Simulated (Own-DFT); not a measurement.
# What a defect does to the pressure of its cell: wurtzite GaN

Calculated, not measured: single-point runs of Own-DFT, a retired in-house plane-wave DFT program that no person has reviewed, on unrelaxed cells, without spin or spin-orbit coupling.

All runs used: PBE; PseudoDojo norm-conserving scalar-relativistic files; cutoff 42 hartree; 4 x 4 x 3 k mesh centred on Gamma; Fermi-Dirac smearing of 0.1 eV.

Limits (not all hold for every row): not probed for a lower state with spin; forces not confirmed at this smearing and k mesh; stress not checked against mesh or cutoff.

All runs share one cell, with vectors in Å (9.567, 0.000, 0.000); (-4.784, 8.285, 0.000); (0.000, 0.000, 10.370) and a volume of 822.0 Å³. u is the rms random offset of the atoms per axis. The defect's site can differ from row to row.

```
               cell  formula   u (Å)  P (GPa)
          no defect  Ga36N36  0.0197     5.88
          no defect  Ga36N36  0.0466     7.27
          no defect  Ga36N36  0.0527     7.98
 one N on a Ga site  Ga35N37  0.0293     5.51
 one N on a Ga site  Ga35N37  0.0309     5.44
 one N on a Ga site  Ga35N37  0.0516     6.77
 one N on a Ga site  Ga35N37  0.0532        ?
one Ga on an N site  Ga37N35  0.0303    12.06
one Ga on an N site  Ga37N35  0.0309    11.99
one Ga on an N site  Ga37N35  0.0481    13.21
```

## Analysis

P = P0 + c u² + a shift for each defect gives P0 = 5.59 GPa, c = 817 ± 42 GPa/Å² and a scatter of 0.11 GPa. The shifts, and each times the cell's volume:

- one Ga on an N site: 5.70 ± 0.09 GPa, 29.2 eV
- one N on a Ga site: -0.90 ± 0.09 GPa, -4.6 eV

A positive shift means that the defect pushes the cell outwards. Shift times volume (160.2 GPa Å³ is 1 eV) depends little on the cell's size, so, taken for each site, it can be compared between cells at like pressure. The atoms around the defects weren't relaxed, which would change these numbers.

## Check

Asked: what pressure belongs in the blank (one N on a Ga site, u = 0.0532 Å)?

The fitted form gives 7.00 ± 0.13 GPa. The run itself gave 6.84 GPa.
